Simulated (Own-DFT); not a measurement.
# What a defect does to the pressure of its cell: grey tin

The numbers are computed, not measured, by runs of the plane-wave DFT program Own-DFT (in-house, retired, unreviewed) at fixed positions, with no spin and no spin-orbit coupling.

Settings: PBE; PseudoDojo norm-conserving scalar-relativistic files; cutoff 42 hartree; 3 x 3 x 3 k mesh centred on Gamma; cold (Marzari-Vanderbilt) smearing of 0.2 eV.

Keep in mind (not all hold for every row): not probed for a lower state with spin; forces on such cells moved up to 12 meV/angstrom on a denser k mesh; stress not checked against mesh or cutoff.

All runs share one cell, with vectors in Å (12.978, 0.000, 0.000); (0.000, 12.978, 0.000); (0.000, 0.000, 12.978) and a volume of 2185.9 Å³. The atoms are randomly displaced, by u rms on each axis. The defect's site can differ from row to row.

| cell | formula | u (Å) | P (GPa) |
|---|---|---|---|
| no defect | Sn64 | 0.0184 | 3.37 |
| no defect | Sn64 | 0.0199 | 3.38 |
| no defect | Sn64 | 0.0521 | 3.62 |
| two Sn vacancies | Sn62 | 0.0286 | 3.07 |
| two Sn vacancies | Sn62 | 0.0322 | 3.07 |
| two Sn vacancies | Sn62 | 0.0502 | 3.27 |
| one Sn vacancy | Sn63 | 0.0282 | 3.22 |
| one Sn vacancy | Sn63 | 0.0294 | ? |
| one Sn vacancy | Sn63 | 0.0491 | 3.29 |
| one Sn vacancy | Sn63 | 0.0525 | 3.39 |

## Worked fit

P = P0 + c u² + a shift for each defect gives P0 = 3.34 GPa, c = 100 ± 12 GPa/Å² and a scatter of 0.03 GPa. The shifts, and each times the cell's volume:

- one Sn vacancy: -0.24 ± 0.03 GPa, -3.3 eV
- two Sn vacancies: -0.35 ± 0.03 GPa, -4.8 eV (-2.4 eV for each of its 2 sites)

A positive shift means that the defect pushes the cell outwards. Shift times volume (160.2 GPa Å³ is 1 eV) depends little on the cell's size, so, taken for each site, it can be compared between cells at like pressure. The atoms around the defects weren't relaxed, which would change these numbers.

## Check

Asked: what pressure belongs in the blank (one Sn vacancy, u = 0.0294 Å)?

The fit gives 3.19 ± 0.04 GPa. The run itself gave 3.25 GPa.
